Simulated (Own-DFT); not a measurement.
# What a defect does to the pressure of its cell: wurtzite GaN

Calculated, not measured: single-point runs of Own-DFT, a retired in-house plane-wave DFT program that no person has reviewed, on unrelaxed cells, without spin or spin-orbit coupling.

All runs used: PBE; PseudoDojo norm-conserving scalar-relativistic files; cutoff 42 hartree; 4 x 4 x 3 k mesh centred on Gamma; Fermi-Dirac smearing of 0.1 eV.

Known weak points (not all hold for every row): not probed for a lower state with spin; forces not confirmed at this smearing and k mesh; stress not checked against mesh or cutoff.

All runs share one cell, with vectors in Å (9.567, 0.000, 0.000); (-4.784, 8.285, 0.000); (0.000, 0.000, 10.370) and a volume of 822.0 Å³. Atoms were moved at random from their sites; u is the rms move along one axis. The defect's site can differ from row to row.

| cell | formula | u (Å) | P (GPa) |
|---|---|---|---|
| no defect | Ga36N36 | 0.0198 | 5.88 |
| no defect | Ga36N36 | 0.0481 | 7.52 |
| no defect | Ga36N36 | 0.0505 | 7.71 |
| one Ga on an N site | Ga37N35 | 0.0287 | 12.07 |
| one Ga on an N site | Ga37N35 | 0.0321 | 12.00 |
| one Ga on an N site | Ga37N35 | 0.0485 | 13.05 |
| one Ga on an N site | Ga37N35 | 0.0496 | ? |
| one N on a Ga site | Ga35N37 | 0.0288 | 5.47 |
| one N on a Ga site | Ga35N37 | 0.0323 | 5.48 |
| one N on a Ga site | Ga35N37 | 0.0477 | 6.60 |

## Worked fit

P = P0 + c u² + a shift for each defect gives P0 = 5.63 GPa, c = 803 ± 48 GPa/Å² and a scatter of 0.11 GPa. The shifts, and each times the cell's volume:

- one Ga on an N site: 5.62 ± 0.09 GPa, 28.8 eV
- one N on a Ga site: -0.89 ± 0.09 GPa, -4.6 eV

A positive shift means that the defect pushes the cell outwards. Shift times volume (160.2 GPa Å³ is 1 eV) depends little on the cell's size, so, taken for each site, it can be compared between cells at like pressure. The atoms around the defects weren't relaxed, which would change these numbers.

## Test on the hidden row

Question: what pressure belongs in the blank (one Ga on an N site, u = 0.0496 Å)?

The fitted form gives 13.22 ± 0.14 GPa. The hidden result is 13.43 GPa.
